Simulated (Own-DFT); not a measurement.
# Computed records: GaN (wurtzite, strained, atoms displaced)

A calculation, not a measurement: plane-wave PBE density functional theory by an unreviewed code, no spin, of a simulated periodic cell, stress positive in tension, free energy of the whole cell less one offset for each atom, forces on such cells passed a denser k mesh, this cell's mesh not checked; offsets are fitted by least squares, one for each functional and potential file, so energies compare only between cells with the same atoms and settings and are not formation energies; the far tail of each file's local potential was reset to the Coulomb form; each entry is a single point on an unrelaxed cell, so the pressure reflects the starting lattice, mostly measured values (interpolated for alloys), from which strain is counted, and rises with the displacements; printed positions are rounded, which can move forces by about a meV/angstrom; the program, named Own-DFT, is a retired in-house code; no spin-orbit coupling. Program: Own-DFT development build.

Settings shared by all entries: functional PBE; potential files PseudoDojo norm-conserving, scalar-relativistic, standard set with the stringent files for Ga; wave cutoff 96 hartree; occupations Gaussian; smearing width 0.01 eV; k mesh 3 x 4 x 3 centred on Gamma.

```yaml
- entry: 1
  formula: GaN
  kind: "wurtzite, strained, atoms displaced"
  structure:
    cell_angstrom:
      - [12.756, 0.0, -0.1913]
      - [-4.7835, 8.2853, 0.0718]
      - [-0.1556, 0.0, 10.37]
    atoms_fractional:
      - [Ga, 0.08027, 0.2205, 0.99923]
      - [Ga, 0.16921, 0.10537, 0.24567]
      - ["N", 0.07953, 0.21886, 0.19087]
      - ["N", 0.16662, 0.1089, 0.43941]
      - [Ga, 0.09034, 0.2268, 0.50013]
      - [Ga, 0.16411, 0.1102, 0.74283]
      - ["N", 0.07987, 0.21658, 0.68928]
      - ["N", 0.16921, 0.10906, 0.94059]
      - [Ga, 0.08399, 0.55296, 0.01377]
      - [Ga, 0.17249, 0.4354, 0.2528]
      - ["N", 0.0829, 0.55629, 0.18666]
      - ["N", 0.17167, 0.44497, 0.43915]
      - [Ga, 0.08073, 0.55373, 0.50169]
      - [Ga, 0.16842, 0.44194, 0.75157]
      - ["N", 0.0893, 0.5678, 0.67911]
      - ["N", 0.16763, 0.4394, 0.93458]
      - [Ga, 0.08851, 0.88886, 0.0004]
      - [Ga, 0.17103, 0.78371, 0.24026]
      - ["N", 0.08163, 0.89046, 0.19191]
      - ["N", 0.15842, 0.76781, 0.44119]
      - [Ga, 0.0789, 0.88891, 0.50638]
      - [Ga, 0.16716, 0.78115, 0.76148]
      - ["N", 0.08017, 0.88163, 0.68405]
      - ["N", 0.16129, 0.77405, 0.93901]
      - [Ga, 0.33479, 0.21627, 0.00138]
      - [Ga, 0.41713, 0.11532, 0.24677]
      - ["N", 0.3396, 0.22693, 0.19379]
      - ["N", 0.40704, 0.10631, 0.44025]
      - [Ga, 0.33078, 0.22132, 0.50191]
      - [Ga, 0.4226, 0.11838, 0.7543]
      - ["N", 0.32935, 0.22591, 0.69557]
      - ["N", 0.42395, 0.11873, 0.94045]
      - [Ga, 0.32438, 0.54738, 0.006]
      - [Ga, 0.42648, 0.45809, 0.24458]
      - ["N", 0.32713, 0.54645, 0.19769]
      - ["N", 0.4171, 0.4508, 0.44873]
      - [Ga, 0.33361, 0.56757, 0.50541]
      - [Ga, 0.41386, 0.44481, 0.74308]
      - ["N", 0.33806, 0.56278, 0.6867]
      - ["N", 0.41765, 0.44867, 0.9386]
      - [Ga, 0.32554, 0.88672, 0.99377]
      - [Ga, 0.4094, 0.76878, 0.25137]
      - ["N", 0.33093, 0.88416, 0.17869]
      - ["N", 0.41712, 0.77373, 0.43282]
      - [Ga, 0.33514, 0.88795, 0.50173]
      - [Ga, 0.41626, 0.7673, 0.74583]
      - ["N", 0.32893, 0.88901, 0.68479]
      - ["N", 0.42749, 0.7889, 0.92861]
      - [Ga, 0.58888, 0.22763, 0.00396]
      - [Ga, 0.66004, 0.10165, 0.24235]
      - ["N", 0.58363, 0.23248, 0.18706]
      - ["N", 0.66771, 0.11774, 0.44147]
      - [Ga, 0.58562, 0.22449, 0.50569]
      - [Ga, 0.67096, 0.12072, 0.75123]
      - ["N", 0.5804, 0.21194, 0.6945]
      - ["N", 0.66528, 0.10777, 0.94178]
      - [Ga, 0.58385, 0.55379, 0.00066]
      - [Ga, 0.6703, 0.45398, 0.25175]
      - ["N", 0.58774, 0.55357, 0.1861]
      - ["N", 0.67468, 0.45435, 0.44152]
      - [Ga, 0.58273, 0.55105, 0.50658]
      - [Ga, 0.66787, 0.45203, 0.74619]
      - ["N", 0.58584, 0.56423, 0.68974]
      - ["N", 0.6709, 0.44107, 0.94021]
      - [Ga, 0.58216, 0.88768, 0.00111]
      - [Ga, 0.66611, 0.77621, 0.24966]
      - ["N", 0.58065, 0.88424, 0.19207]
      - ["N", 0.66877, 0.77776, 0.43795]
      - [Ga, 0.58582, 0.88983, 0.50242]
      - [Ga, 0.66999, 0.77364, 0.7476]
      - ["N", 0.58633, 0.88424, 0.69167]
      - ["N", 0.66381, 0.77063, 0.93123]
      - [Ga, 0.83076, 0.21427, 0.99908]
      - [Ga, 0.91927, 0.10931, 0.24177]
      - ["N", 0.82792, 0.22343, 0.18608]
      - ["N", 0.91135, 0.10527, 0.42673]
      - [Ga, 0.83408, 0.2321, 0.5002]
      - [Ga, 0.91787, 0.11797, 0.74989]
      - ["N", 0.83347, 0.22423, 0.68971]
      - ["N", 0.91895, 0.10513, 0.9328]
      - [Ga, 0.8234, 0.54587, 0.99457]
      - [Ga, 0.91106, 0.44391, 0.24473]
      - ["N", 0.83832, 0.54938, 0.18506]
      - ["N", 0.9199, 0.45214, 0.44552]
      - [Ga, 0.84275, 0.56467, 0.49704]
      - [Ga, 0.91875, 0.44417, 0.74307]
      - ["N", 0.8372, 0.55207, 0.6884]
      - ["N", 0.91677, 0.44286, 0.9361]
      - [Ga, 0.83835, 0.89554, 0.00159]
      - [Ga, 0.91062, 0.76408, 0.23818]
      - ["N", 0.82974, 0.89378, 0.18524]
      - ["N", 0.91808, 0.77354, 0.44546]
      - [Ga, 0.83732, 0.89363, 0.49348]
      - [Ga, 0.9164, 0.77362, 0.74182]
      - ["N", 0.83726, 0.88369, 0.68797]
      - ["N", 0.90983, 0.78196, 0.94305]
  results:
    "free_energy_of_cell_above_offsets [eV]": "-4.152"
    "pressure [GPa]": 7.14
    "stress_xx [GPa]": -7.08
    "stress_yy [GPa]": -7.31
    "stress_zz [GPa]": -7.03
    "stress_yz [GPa]": 0.02
    "stress_xz [GPa]": -3.44
    "stress_xy [GPa]": -0.48
    force_element: [Ga, Ga, "N", "N", Ga, Ga, "N", "N", Ga, Ga, "N", "N", Ga, Ga, "N", "N", Ga, Ga, "N", "N", Ga, Ga, "N", "N", Ga, Ga, "N", "N", Ga, Ga, "N", "N", Ga, Ga, "N", "N", Ga, Ga, "N", "N", Ga, Ga, "N", "N", Ga, Ga, "N", "N", Ga, Ga, "N", "N", Ga, Ga, "N", "N", Ga, Ga, "N", "N", Ga, Ga, "N", "N", Ga, Ga, "N", "N", Ga, Ga, "N", "N", Ga, Ga, "N", "N", Ga, Ga, "N", "N", Ga, Ga, "N", "N", Ga, Ga, "N", "N", Ga, Ga, "N", "N", Ga, Ga, "N", "N"]
    "force_x [eV/angstrom]": [1.151, -0.452, 1.341, -0.401, -1.123, 0.412, -0.138, -0.559, -0.614, -2.636, 0.542, -0.978, 1.398, -0.661, 0.322, -1.225, -2.37, -0.616, 0.134, 0.8, 1.767, 0.353, 0.183, 0.437, -0.261, 1.07, -1.466, 1.565, 0.165, -1.143, 1.03, -0.578, 1.923, -0.064, 1.233, 0.103, 0.878, 0.747, -0.966, -0.331, 2.527, 0.352, 0.393, -0.354, -1.229, -0.281, 0.81, -2.659, 0.069, -0.018, 0.498, -0.234, -0.651, 0.755, -0.551, 0.024, 0.021, 1.193, -0.9, -0.614, 0.126, 0.901, -0.027, -2.949, 1.136, 0.205, -0.702, -0.405, 0.33, 0.118, -0.659, 0.255, 0.331, -1.537, 0.757, 0.413, 0.806, 0.259, 0.093, -1.072, 3.297, 2.915, -3.115, -0.262, -0.794, 1.039, -1.431, 0.252, -1.408, 0.033, 0.843, -1.108, -0.084, 0.17, -1.302, 2.45]
    "force_y [eV/angstrom]": [-0.324, 1.134, 0.247, -0.02, -0.844, -0.991, 1.178, 0.116, -0.729, -0.147, -0.476, -0.034, 0.455, 0.72, -1.477, 0.266, -0.054, -1.066, -0.768, 1.729, -0.178, -0.321, 0.999, -0.573, 1.376, -0.788, 0.376, 0.753, 0.528, -1.355, -0.555, -0.956, 1.414, -1.618, 1.196, -0.477, -1.306, 0.533, -2.148, -0.725, 0.693, 0.971, 0.829, 1.441, -0.601, 3.141, 0.302, -1.8, -0.859, 1.583, -0.814, -0.749, -0.11, -2.15, 2.342, 0.394, 0.269, -1.298, 1.133, -0.985, 0.988, -0.819, -2.282, -0.521, -0.328, 0.334, -0.79, -0.373, 0.191, 1.824, 0.979, 0.897, 0.994, 0.478, -0.603, 1.773, -1.158, -1.734, -0.167, 1.214, 2.316, -1.19, 0.869, -1.306, -1.29, 0.638, 0.065, -0.093, -1.325, 2.029, -1.386, 1.49, -0.694, 0.112, 1.316, -1.27]
    "force_z [eV/angstrom]": [0.178, 1.07, -1.086, -0.287, -0.609, 1.387, -0.457, -0.426, -3.183, 0.905, 2.223, 0.126, -1.228, -1.121, 2.774, 0.82, 0.094, 2.372, -1.032, -1.367, -1.926, -2.894, 2.015, 0.869, -0.202, 0.929, -0.89, -0.446, 0.016, -0.313, -0.989, 0.041, -0.806, 1.829, -1.874, -1.19, -0.945, 1.398, 0.166, 0.184, -0.416, -0.635, 0.715, 0.927, -0.572, 0.674, 1.49, 1.475, -0.375, 1.362, 0.797, -0.721, -0.895, 0.609, -0.967, -0.343, -1.06, 0.735, -0.02, -0.053, -1.154, 0.492, -0.049, -1.459, -0.33, 0.507, -0.696, -0.019, -0.143, 0.442, -0.674, 1.614, -0.263, 1.133, 0.076, 1.376, -0.638, -0.644, -0.482, 0.728, 0.317, 1.625, -0.671, -1.834, 1.13, 1.24, -0.262, 0.12, -0.723, 1.421, 0.253, -2.282, 0.792, 1.684, -0.708, -0.773]
- entry: 2
  formula: GaN
  kind: "wurtzite, strained, atoms displaced"
  structure:
    cell_angstrom:
      - [12.756, 0.0, -0.1913]
      - [-4.7835, 8.2853, 0.0718]
      - [-0.1556, 0.0, 10.37]
    atoms_fractional:
      - [Ga, 0.08628, 0.21894, 0.99632]
      - [Ga, 0.16496, 0.10591, 0.25448]
      - ["N", 0.0841, 0.2165, 0.19083]
      - ["N", 0.16821, 0.11073, 0.43602]
      - [Ga, 0.08615, 0.23014, 0.50081]
      - [Ga, 0.16534, 0.11722, 0.7545]
      - ["N", 0.07683, 0.22082, 0.68557]
      - ["N", 0.1649, 0.1107, 0.92852]
      - [Ga, 0.08492, 0.55093, 0.00476]
      - [Ga, 0.1747, 0.45013, 0.24933]
      - ["N", 0.083, 0.55093, 0.18514]
      - ["N", 0.1737, 0.44632, 0.44681]
      - [Ga, 0.08439, 0.55845, 0.50145]
      - [Ga, 0.16226, 0.44408, 0.74896]
      - ["N", 0.08445, 0.55607, 0.69018]
      - ["N", 0.16719, 0.4476, 0.93107]
      - [Ga, 0.08018, 0.88483, 0.99376]
      - [Ga, 0.16993, 0.78639, 0.2492]
      - ["N", 0.08032, 0.88827, 0.18605]
      - ["N", 0.17334, 0.77634, 0.44953]
      - [Ga, 0.08015, 0.87726, 0.50247]
      - [Ga, 0.15773, 0.77203, 0.75337]
      - ["N", 0.09416, 0.89234, 0.68674]
      - ["N", 0.15937, 0.77749, 0.93493]
      - [Ga, 0.33484, 0.22547, 0.00158]
      - [Ga, 0.41263, 0.10161, 0.25414]
      - ["N", 0.33139, 0.22406, 0.18166]
      - ["N", 0.41703, 0.11806, 0.43787]
      - [Ga, 0.32481, 0.22244, 0.50104]
      - [Ga, 0.42503, 0.11442, 0.74623]
      - ["N", 0.33907, 0.22082, 0.69007]
      - ["N", 0.42155, 0.11969, 0.9414]
      - [Ga, 0.33065, 0.55393, 0.99755]
      - [Ga, 0.41166, 0.43659, 0.25414]
      - ["N", 0.33337, 0.55422, 0.17958]
      - ["N", 0.40909, 0.44029, 0.4361]
      - [Ga, 0.34095, 0.55582, 0.50096]
      - [Ga, 0.41694, 0.43792, 0.75594]
      - ["N", 0.32748, 0.55442, 0.69624]
      - ["N", 0.4218, 0.44505, 0.93895]
      - [Ga, 0.34129, 0.89328, 0.00402]
      - [Ga, 0.41173, 0.77059, 0.24505]
      - ["N", 0.33187, 0.88694, 0.18218]
      - ["N", 0.41064, 0.77736, 0.43808]
      - [Ga, 0.33597, 0.88445, 0.4952]
      - [Ga, 0.41756, 0.77012, 0.74447]
      - ["N", 0.33339, 0.88658, 0.69957]
      - ["N", 0.41578, 0.78555, 0.93921]
      - [Ga, 0.58345, 0.22513, 0.00234]
      - [Ga, 0.66774, 0.12252, 0.25475]
      - ["N", 0.57991, 0.22894, 0.19]
      - ["N", 0.66654, 0.10382, 0.42814]
      - [Ga, 0.58239, 0.21472, 0.50312]
      - [Ga, 0.66318, 0.10948, 0.75876]
      - ["N", 0.58318, 0.22355, 0.69492]
      - ["N", 0.66769, 0.11384, 0.93557]
      - [Ga, 0.57787, 0.55063, 0.9982]
      - [Ga, 0.65987, 0.43916, 0.25004]
      - ["N", 0.58452, 0.55682, 0.18944]
      - ["N", 0.66672, 0.4468, 0.43858]
      - [Ga, 0.57922, 0.56082, 0.5043]
      - [Ga, 0.66663, 0.44812, 0.75894]
      - ["N", 0.58772, 0.563, 0.6915]
      - ["N", 0.66959, 0.44356, 0.93891]
      - [Ga, 0.58622, 0.8864, 0.00526]
      - [Ga, 0.67196, 0.77301, 0.2515]
      - ["N", 0.57984, 0.88813, 0.19114]
      - ["N", 0.65898, 0.77284, 0.44184]
      - [Ga, 0.58014, 0.89442, 0.50317]
      - [Ga, 0.66053, 0.77376, 0.74315]
      - ["N", 0.59372, 0.89207, 0.68184]
      - ["N", 0.67358, 0.78102, 0.9378]
      - [Ga, 0.82917, 0.22372, 0.99463]
      - [Ga, 0.91833, 0.1109, 0.2461]
      - ["N", 0.8353, 0.22099, 0.18735]
      - ["N", 0.92187, 0.10768, 0.43448]
      - [Ga, 0.83482, 0.22277, 0.49627]
      - [Ga, 0.91991, 0.11835, 0.75091]
      - ["N", 0.83768, 0.22481, 0.68738]
      - ["N", 0.91628, 0.11157, 0.93573]
      - [Ga, 0.8413, 0.57163, 0.00134]
      - [Ga, 0.91595, 0.43727, 0.24997]
      - ["N", 0.83679, 0.56404, 0.19336]
      - ["N", 0.91632, 0.4318, 0.43198]
      - [Ga, 0.83602, 0.55623, 0.50354]
      - [Ga, 0.91819, 0.45068, 0.7408]
      - ["N", 0.83254, 0.54069, 0.68915]
      - ["N", 0.91959, 0.44381, 0.93485]
      - [Ga, 0.82955, 0.87993, 0.00019]
      - [Ga, 0.91537, 0.77195, 0.24833]
      - ["N", 0.82319, 0.89222, 0.19627]
      - ["N", 0.91368, 0.77804, 0.44045]
      - [Ga, 0.83698, 0.90043, 0.50083]
      - [Ga, 0.92452, 0.78745, 0.75358]
      - ["N", 0.82972, 0.89102, 0.68771]
      - ["N", 0.91808, 0.79198, 0.94045]
  results:
    "free_energy_of_cell_above_offsets [eV]": "-4.344"
    "pressure [GPa]": 7.16
    "stress_xx [GPa]": -6.5
    "stress_yy [GPa]": -6.7
    "stress_zz [GPa]": -8.26
    "stress_yz [GPa]": -0.13
    "stress_xz [GPa]": -3.26
    "stress_xy [GPa]": -0.05
    force_element: [Ga, Ga, "N", "N", Ga, Ga, "N", "N", Ga, Ga, "N", "N", Ga, Ga, "N", "N", Ga, Ga, "N", "N", Ga, Ga, "N", "N", Ga, Ga, "N", "N", Ga, Ga, "N", "N", Ga, Ga, "N", "N", Ga, Ga, "N", "N", Ga, Ga, "N", "N", Ga, Ga, "N", "N", Ga, Ga, "N", "N", Ga, Ga, "N", "N", Ga, Ga, "N", "N", Ga, Ga, "N", "N", Ga, Ga, "N", "N", Ga, Ga, "N", "N", Ga, Ga, "N", "N", Ga, Ga, "N", "N", Ga, Ga, "N", "N", Ga, Ga, "N", "N", Ga, Ga, "N", "N", Ga, Ga, "N", "N"]
    "force_x [eV/angstrom]": [-1.097, 0.137, -0.195, -1.121, 0.298, 1.022, 1.463, 0.587, -0.622, -0.869, 0.11, -0.851, 0.71, 0.425, -0.764, 0.258, 0.904, -0.221, 0.272, -1.862, 0.003, 2.67, -2.623, 1.329, 0.141, -0.196, 0.171, -0.065, 1.816, -1.407, -1.482, -0.604, 0.529, 0.672, 0.204, 1.244, -1.619, -0.333, 1.772, -2.086, -1.739, 1.007, -0.269, 1.786, -0.819, -0.577, 0.157, 1.752, 0.628, 0.544, 0.499, -0.572, 0.053, 1.222, 1.103, -0.85, 2.05, 0.79, -0.962, -0.154, 1.254, 0.785, -0.684, -0.231, -0.291, -2.999, 0.274, 0.375, 0.915, 2.092, -2.733, -2.177, 1.526, 0.066, -1.105, -0.935, 0.468, -0.77, -1.315, 0.036, 0.422, -0.008, -0.115, -0.375, -0.654, 2.165, -2.791, -0.84, -0.567, -0.767, 3.309, 0.636, -0.369, -0.908, 1.185, 0.76]
    "force_y [eV/angstrom]": [0.36, 0.396, 0.968, -1.034, -1.173, -0.205, 0.539, 0.036, 0.477, -1.191, 0.819, 0.663, -1.144, -0.294, 0.13, -0.756, 1.188, -1.452, -0.04, 0.036, 1.295, 0.309, 0.629, -0.331, -0.783, 1.375, -0.946, -0.987, -0.174, -1.635, 0.341, -0.735, 0.696, 0.865, -0.258, 0.195, 0.535, 0.598, -1.024, -0.362, 0.481, 0.767, -0.012, -0.639, 1.76, 1.678, 0.074, -1.292, -0.088, -1.22, -1.464, 0.991, 1.41, 0.318, 0.549, -0.817, 1.426, 1.502, -0.632, -0.533, -1.12, -0.187, -2.079, 0.953, 0.226, -0.265, 0.28, 1.209, -0.897, 1.238, 0.533, -1.37, 0.269, 0.244, 0.019, 1.352, -1.402, -1.293, -0.148, -0.166, -1.868, 0.855, -2.283, 2.102, -0.512, -1.995, 2.871, 0.827, 2.608, 1.974, -0.038, -0.196, -1.817, -0.484, -0.131, -1.495]
    "force_z [eV/angstrom]": [0.638, -0.951, -0.783, 0.89, -0.449, -2.565, 0.158, 2.502, -1.413, 0.587, 1.543, -1.304, -0.083, -0.28, -0.902, 1.253, 1.013, 0.194, -0.028, -2.136, -0.51, 0.012, 0.185, 1.318, -0.937, -0.771, 1.585, 0.426, 0.654, 1.242, -0.273, -0.423, -1.04, -1.242, 1.177, 0.542, 1.032, -0.997, -1.191, -0.073, -2.108, 0.401, 1.698, -0.713, 2.38, 1.119, -1.505, -0.466, 0.052, -2.678, -0.303, 2.908, -0.251, -1.964, -1.206, 1.648, 0.922, 0.752, -0.395, 0.634, -0.561, -1.459, -0.235, 1.08, -0.247, 1.165, 0.138, -0.32, -1.771, 1.556, 1.185, -0.605, 0.557, 0.332, -0.433, -0.011, 0.789, 0.114, -0.442, 0.923, 0.02, -0.925, -1.101, 1.002, -0.854, 1.974, -0.298, 0.225, 1.071, 1.127, -1.854, -0.139, 0.254, -1.34, 0.322, -0.767]
- entry: 3
  formula: GaN
  kind: "wurtzite, strained, atoms displaced"
  structure:
    cell_angstrom: [[12.756, -0.1913, 0.0], [-4.9078, 8.357, 0.0], [0.0, 0.0, 10.37]]
    atoms_fractional:
      - [Ga, 0.08884, 0.22837, 0.99134]
      - [Ga, 0.1694, 0.10953, 0.25133]
      - ["N", 0.08732, 0.21811, 0.19696]
      - ["N", 0.16358, 0.11894, 0.43347]
      - [Ga, 0.08587, 0.22458, 0.51334]
      - [Ga, 0.17139, 0.10989, 0.75257]
      - ["N", 0.09199, 0.23111, 0.68837]
      - ["N", 0.16543, 0.10886, 0.94915]
      - [Ga, 0.0776, 0.55388, 0.99804]
      - [Ga, 0.17129, 0.4383, 0.2557]
      - ["N", 0.08107, 0.55228, 0.18674]
      - ["N", 0.16514, 0.44359, 0.44574]
      - [Ga, 0.07853, 0.55488, 0.50176]
      - [Ga, 0.1538, 0.44306, 0.74378]
      - ["N", 0.08207, 0.54123, 0.69037]
      - ["N", 0.17652, 0.44535, 0.9377]
      - [Ga, 0.07581, 0.88074, 0.99868]
      - [Ga, 0.16869, 0.7747, 0.25098]
      - ["N", 0.0796, 0.88625, 0.18957]
      - ["N", 0.1548, 0.76865, 0.44797]
      - [Ga, 0.0828, 0.89171, 0.5024]
      - [Ga, 0.17688, 0.7825, 0.74685]
      - ["N", 0.08138, 0.8823, 0.68175]
      - ["N", 0.16881, 0.77876, 0.93285]
      - [Ga, 0.32683, 0.20868, 0.00306]
      - [Ga, 0.41652, 0.11239, 0.2582]
      - ["N", 0.34093, 0.22066, 0.19247]
      - ["N", 0.41702, 0.11746, 0.43895]
      - [Ga, 0.33382, 0.21828, 0.49699]
      - [Ga, 0.42191, 0.11185, 0.74811]
      - ["N", 0.34645, 0.23143, 0.68153]
      - ["N", 0.41889, 0.11164, 0.94012]
      - [Ga, 0.32806, 0.54699, 0.00575]
      - [Ga, 0.42257, 0.45204, 0.25041]
      - ["N", 0.32006, 0.55369, 0.19188]
      - ["N", 0.41122, 0.45199, 0.42911]
      - [Ga, 0.33726, 0.56224, 0.50618]
      - [Ga, 0.41278, 0.43763, 0.74535]
      - ["N", 0.33875, 0.5533, 0.68218]
      - ["N", 0.41475, 0.44718, 0.93879]
      - [Ga, 0.33733, 0.89546, 0.99306]
      - [Ga, 0.4169, 0.78479, 0.2566]
      - ["N", 0.32887, 0.8882, 0.18527]
      - ["N", 0.41526, 0.78125, 0.43095]
      - [Ga, 0.33293, 0.88597, 0.48941]
      - [Ga, 0.421, 0.78527, 0.75719]
      - ["N", 0.33434, 0.88183, 0.69121]
      - ["N", 0.41329, 0.77444, 0.93549]
      - [Ga, 0.59217, 0.22616, 0.99456]
      - [Ga, 0.67388, 0.11458, 0.25315]
      - ["N", 0.57576, 0.21386, 0.1875]
      - ["N", 0.66104, 0.10215, 0.43905]
      - [Ga, 0.57442, 0.21715, 0.50396]
      - [Ga, 0.66557, 0.11368, 0.75246]
      - ["N", 0.59971, 0.23506, 0.69032]
      - ["N", 0.66688, 0.1109, 0.93776]
      - [Ga, 0.59018, 0.5622, 0.00857]
      - [Ga, 0.6651, 0.43588, 0.24702]
      - ["N", 0.57591, 0.55426, 0.1926]
      - ["N", 0.66799, 0.44055, 0.43636]
      - [Ga, 0.58263, 0.54854, 0.5008]
      - [Ga, 0.66417, 0.44202, 0.74893]
      - ["N", 0.57888, 0.54993, 0.69233]
      - ["N", 0.65916, 0.44044, 0.93604]
      - [Ga, 0.58021, 0.89439, 0.99677]
      - [Ga, 0.67136, 0.78618, 0.25293]
      - ["N", 0.57995, 0.88182, 0.18466]
      - ["N", 0.67463, 0.78419, 0.44359]
      - [Ga, 0.58614, 0.89994, 0.49812]
      - [Ga, 0.67066, 0.77482, 0.75154]
      - ["N", 0.5873, 0.88942, 0.69506]
      - ["N", 0.66943, 0.78051, 0.94237]
      - [Ga, 0.82989, 0.21613, 0.00188]
      - [Ga, 0.92038, 0.11207, 0.24814]
      - ["N", 0.83183, 0.22471, 0.18451]
      - ["N", 0.90926, 0.10461, 0.43089]
      - [Ga, 0.82693, 0.21686, 0.49704]
      - [Ga, 0.90863, 0.0994, 0.74469]
      - ["N", 0.83199, 0.22143, 0.68555]
      - ["N", 0.92152, 0.11697, 0.93821]
      - [Ga, 0.83493, 0.55962, 0.00297]
      - [Ga, 0.91199, 0.44012, 0.25598]
      - ["N", 0.84043, 0.56715, 0.18543]
      - ["N", 0.92268, 0.45251, 0.44412]
      - [Ga, 0.82861, 0.55849, 0.51128]
      - [Ga, 0.91661, 0.43788, 0.74686]
      - ["N", 0.82873, 0.55142, 0.68825]
      - ["N", 0.90884, 0.4378, 0.93248]
      - [Ga, 0.82916, 0.88653, 0.00076]
      - [Ga, 0.91971, 0.782, 0.25344]
      - ["N", 0.83006, 0.89236, 0.19774]
      - ["N", 0.91787, 0.7908, 0.43928]
      - [Ga, 0.83006, 0.88477, 0.50006]
      - [Ga, 0.91993, 0.7829, 0.73974]
      - ["N", 0.8374, 0.90309, 0.67953]
      - ["N", 0.92162, 0.78293, 0.93752]
  results:
    "free_energy_of_cell_above_offsets [eV]": "-2.697"
    "pressure [GPa]": 7.7
    "stress_xx [GPa]": -8.0
    "stress_yy [GPa]": -6.9
    "stress_zz [GPa]": -8.2
    "stress_yz [GPa]": -0.15
    "stress_xz [GPa]": 0.13
    "stress_xy [GPa]": -4.93
    force_element: [Ga, Ga, "N", "N", Ga, Ga, "N", "N", Ga, Ga, "N", "N", Ga, Ga, "N", "N", Ga, Ga, "N", "N", Ga, Ga, "N", "N", Ga, Ga, "N", "N", Ga, Ga, "N", "N", Ga, Ga, "N", "N", Ga, Ga, "N", "N", Ga, Ga, "N", "N", Ga, Ga, "N", "N", Ga, Ga, "N", "N", Ga, Ga, "N", "N", Ga, Ga, "N", "N", Ga, Ga, "N", "N", Ga, Ga, "N", "N", Ga, Ga, "N", "N", Ga, Ga, "N", "N", Ga, Ga, "N", "N", Ga, Ga, "N", "N", Ga, Ga, "N", "N", Ga, Ga, "N", "N", Ga, Ga, "N", "N"]
    "force_x [eV/angstrom]": [-0.186, -0.039, -0.373, 1.246, -0.872, -0.276, -0.171, -0.284, 1.112, -3.097, 0.009, -0.239, 2.346, 5.233, -3.283, -3.475, 2.242, -1.486, 1.386, 1.31, -0.105, -2.206, 1.261, -0.746, 1.41, -0.063, -1.3, -0.142, -1.843, -0.122, -0.474, 0.065, 1.673, -2.927, 3.872, 1.59, -0.585, -0.729, -1.212, 0.833, -0.045, -0.235, 1.048, 0.465, -0.889, 0.666, 0.989, 0.009, -1.454, -1.824, 1.967, -0.988, 2.218, 1.285, -1.802, -0.144, -1.525, -0.377, 3.379, -0.681, -0.891, -0.559, 1.325, 1.07, 0.554, -1.413, 0.157, -3.003, 0.768, -0.915, -0.105, -0.988, 0.932, -0.169, 0.912, 0.219, 1.408, 0.372, 0.379, -0.842, -0.09, 0.723, -0.712, -3.018, 1.155, -0.983, 0.871, 0.147, 1.58, -1.022, 1.789, 0.531, 1.003, -0.893, 0.763, -2.469]
    "force_y [eV/angstrom]": [-0.31, 0.063, 0.332, -0.977, -0.103, 0.35, -2.315, -0.832, -0.144, -0.979, -0.321, 0.544, -0.615, -0.614, 3.436, -0.342, 1.056, -0.66, 0.258, 1.91, 0.649, -1.641, 1.177, -0.121, 2.2, -0.807, 0.435, -1.586, 1.439, 0.169, -2.574, 0.579, 1.498, -1.435, 1.904, -0.764, -0.479, 1.647, 0.797, -0.786, -1.263, -0.957, 0.718, 0.231, -0.204, -1.956, 1.953, 0.255, -0.401, -1.243, 0.622, 2.738, 1.012, -0.605, -2.269, 0.055, -1.133, 0.931, 1.512, -0.3, 0.867, 1.504, 0.78, 1.125, -1.372, -1.369, 1.086, -1.845, -3.326, -0.061, 0.379, -0.171, 0.81, 0.561, -0.031, 1.153, 0.707, 3.755, -0.577, -0.943, -0.447, 1.272, -1.542, -1.773, 0.289, 0.406, 1.014, 0.36, 1.215, 0.132, -0.236, -1.831, 1.891, -0.741, -3.633, -1.145]
    "force_z [eV/angstrom]": [1.72, -0.668, -1.821, 1.654, -3.131, -0.015, 1.923, -1.975, 0.197, 1.097, 0.411, -0.234, 0.476, 2.133, -1.144, -1.401, 1.033, -0.08, -0.246, -1.303, -1.526, 0.433, 1.53, 0.366, 0.472, -1.912, -0.259, 0.561, -0.486, 0.4, 0.438, -1.108, 0.171, -0.463, -0.817, 1.946, -1.495, 1.843, 1.941, 0.251, 1.081, -3.074, 0.508, 2.409, 1.377, -1.412, -1.785, 1.437, 1.207, -0.782, -0.148, -0.643, -0.103, -0.377, -0.845, -0.138, -1.017, -0.069, -0.496, 0.18, -0.452, 0.959, -0.855, 0.561, 0.575, 0.532, 0.541, -0.68, 1.457, -0.063, -0.873, -0.833, -0.742, 0.169, 0.723, 1.688, 0.201, 1.461, 0.007, -0.375, -1.283, -0.503, 0.896, -0.71, -2.429, 0.247, 1.234, 0.677, 0.853, 0.186, -2.043, 0.439, -0.851, 1.358, 0.988, -1.287]
```
